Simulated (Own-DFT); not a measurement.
# Which defects push the lattice out? L1_0 TiAl

Calculated, not measured: single-point runs of Own-DFT, a retired in-house plane-wave DFT program that no person has reviewed, on unrelaxed cells, without spin or spin-orbit coupling.

Method: PBE; PseudoDojo norm-conserving scalar-relativistic files; cutoff 42 hartree; 4 x 4 x 4 k mesh centred on Gamma; cold (Marzari-Vanderbilt) smearing of 0.2 eV.

Limits: forces on such cells failed a check on a denser k mesh; stress not checked against mesh or cutoff.

All runs share one cell, with vectors in Å (5.622, 5.622, 0.000); (-5.622, 5.622, 0.000); (0.000, 0.000, 8.133) and a volume of 514.0 Å³. The atoms are randomly displaced, by u rms on each axis. The defect's site can differ from row to row.

| cell | formula | u (Å) | P (GPa) |
|---|---|---|---|
| no defect | Al16Ti16 | 0.0196 | 1.17 |
| no defect | Al16Ti16 | 0.0206 | 1.19 |
| no defect | Al16Ti16 | 0.0492 | 1.86 |
| two Al vacancies | Al14Ti16 | 0.0305 | -0.57 |
| two Al vacancies | Al14Ti16 | 0.0431 | -0.37 |
| two Al vacancies | Al14Ti16 | 0.0443 | -0.33 |
| one Ti vacancy | Al16Ti15 | 0.0257 | 0.45 |
| one Ti vacancy | Al16Ti15 | 0.0272 | 0.44 |
| one Ti vacancy | Al16Ti15 | 0.0317 | 0.53 |
| one Ti vacancy | Al16Ti15 | 0.0324 | ? |

## Analysis

P = P0 + c u² + a shift for each defect gives P0 = 1.07 GPa, c = 315 ± 20 GPa/Å² and a scatter of 0.04 GPa. The shifts, and each times the cell's volume:

- one Ti vacancy: -0.85 ± 0.03 GPa, -2.7 eV
- two Al vacancies: -1.99 ± 0.03 GPa, -6.4 eV (-3.2 eV for each of its 2 sites)

A positive shift means that the defect pushes the cell outwards. Shift times volume (160.2 GPa Å³ is 1 eV) depends little on the cell's size, so, taken for each site, it can be compared between cells at like pressure. The atoms around the defects weren't relaxed, which would change these numbers.

## Withheld run

Question: what pressure belongs in the blank (one Ti vacancy, u = 0.0324 Å)?

The fit gives 0.55 ± 0.04 GPa. The run itself gave 0.60 GPa.
